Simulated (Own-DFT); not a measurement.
# PBE and PBEsol under strain: C49 TiSi2, 60 atoms (Si40Ti20)

Calculated, not measured: single-point runs of Own-DFT, a retired in-house plane-wave DFT program that no person has reviewed, on unrelaxed cells, without spin or spin-orbit coupling.

Caveats: forces on such cells moved up to 12 meV/angstrom on a denser k mesh; stress not checked against mesh or cutoff.

Each geometry was run with PBE and with PBEsol, otherwise alike: PseudoDojo norm-conserving scalar-relativistic files made for PBE; cutoff 42 hartree; 4 x 4 x 4 k mesh centred on Gamma; cold (Marzari-Vanderbilt) smearing of 0.2 eV. Unstrained cell vectors in Å: (5.295, -6.759, 3.565); (7.060, 0.000, -7.130); (5.295, 6.759, 3.565). Each has a uniform strain, of which the change of volume is shown, and random moves of rms u per axis.

```
run,volume change (%),u (Å),P with PBE (GPa),P with PBEsol (GPa)
1,1.52,0.0499,1.75,-1.50
2,-4.12,0.0458,10.24,6.75
3,-4.18,0.0487,9.96,6.46
4,-2.42,0.0530,7.68,4.26
5,-0.78,0.0462,4.43,1.08
6,0.19,0.0478,3.22,-0.09
7,-2.15,0.0511,6.87,3.45
8,-0.87,0.0488,4.84,1.48
9,2.38,0.0468,-0.79,-4.02
10,1.32,0.0498,1.91,-1.36
11,-1.90,0.0513,7.07,?
```

Q: by how much does PBEsol shrink this cell, and what belongs in the blank?

## Worked answer

Write v for the change of volume as a fraction. Fitted to v and u², the PBE pressure has a slope of -157 ± 5 GPa in v, with the ions held to the strained lattice. The difference PBEsol less PBE is -3.32 + 4.2 v GPa (slope ± 0.1) and averages -3.36 GPa. Divided by the mean slope of the two, 155 GPa, that makes PBEsol's volume at a given pressure, near 3 GPa, about 2.2 % smaller, or 0.72 % in lengths. At one volume PBEsol's slope is the smaller by 4 GPa, but its pressure there is lower too. If stiffness rises by about 4 GPa for each GPa, PBEsol at equal pressure is stiffer by about 9 GPa. Files made for PBEsol would give a different shift.

For run 11 the line gives 3.67 GPa. The run itself gave 3.67 GPa.
